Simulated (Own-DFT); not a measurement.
# Which defects push the lattice out? B20 RuSi

Source: density functional calculations with Own-DFT, an unreviewed in-house program that is no longer used. Nothing was measured or relaxed, and spin and spin-orbit coupling are left out.

Common settings: PBE; PseudoDojo norm-conserving scalar-relativistic files; cutoff 50 hartree; 5 x 4 x 5 k mesh centred on Gamma; cold (Marzari-Vanderbilt) smearing of 0.2 eV.

Caveats (not all hold for every row): not probed for a lower state with spin; forces on such cells failed a check on a denser k mesh; stress not checked against mesh or cutoff.

All runs share one cell, with vectors in Å (4.709, 0.000, 4.709); (0.000, 9.417, 0.000); (-4.709, 0.000, 4.709) and a volume of 417.6 Å³. Atoms were moved at random from their sites; u is the rms move along one axis. The defect's site can differ from row to row.

| cell | formula | u (Å) | P (GPa) |
|---|---|---|---|
| no defect | Ru16Si16 | 0.0210 | 4.80 |
| no defect | Ru16Si16 | 0.0514 | 6.24 |
| no defect | Ru16Si16 | 0.0528 | 7.45 |
| one Si vacancy | Ru16Si15 | 0.0301 | 2.76 |
| one Si vacancy | Ru16Si15 | 0.0313 | 2.38 |
| one Si vacancy | Ru16Si15 | 0.0428 | 3.69 |
| one Ru on a Si site | Ru17Si15 | 0.0271 | 7.55 |
| one Ru on a Si site | Ru17Si15 | 0.0289 | 8.68 |
| one Ru on a Si site | Ru17Si15 | 0.0462 | 9.17 |
| one Ru vacancy | Ru15Si16 | 0.0305 | 2.76 |
| one Ru vacancy | Ru15Si16 | 0.0319 | 2.93 |
| one Ru vacancy | Ru15Si16 | 0.0558 | 4.72 |
| one Si on a Ru site | Ru15Si17 | 0.0294 | 5.52 |
| one Si on a Ru site | Ru15Si17 | 0.0323 | 5.97 |
| one Si on a Ru site | Ru15Si17 | 0.0480 | ? |
| one Si on a Ru site | Ru15Si17 | 0.0533 | 7.68 |

## Worked fit

P = P0 + c u² + a shift for each defect gives P0 = 4.33 GPa, c = 939 ± 120 GPa/Å² and a scatter of 0.39 GPa. The shifts, and each times the cell's volume:

- one Ru on a Si site: 2.98 ± 0.33 GPa, 7.8 eV
- one Si on a Ru site: 0.58 ± 0.32 GPa, 1.5 eV (not resolved)
- one Ru vacancy: -2.44 ± 0.32 GPa, -6.4 eV
- one Si vacancy: -2.55 ± 0.33 GPa, -6.6 eV

Against the defect-free cell, a freed cell would be larger where the shift is positive and smaller where it is negative (160.2 GPa Å³ is 1 eV). The atoms around the defects weren't relaxed, which would change these numbers.

## Check

The question: what pressure belongs in the blank (one Si on a Ru site, u = 0.0480 Å)?

Estimate: 7.06 ± 0.46 GPa. The calculation gave 7.51 GPa.
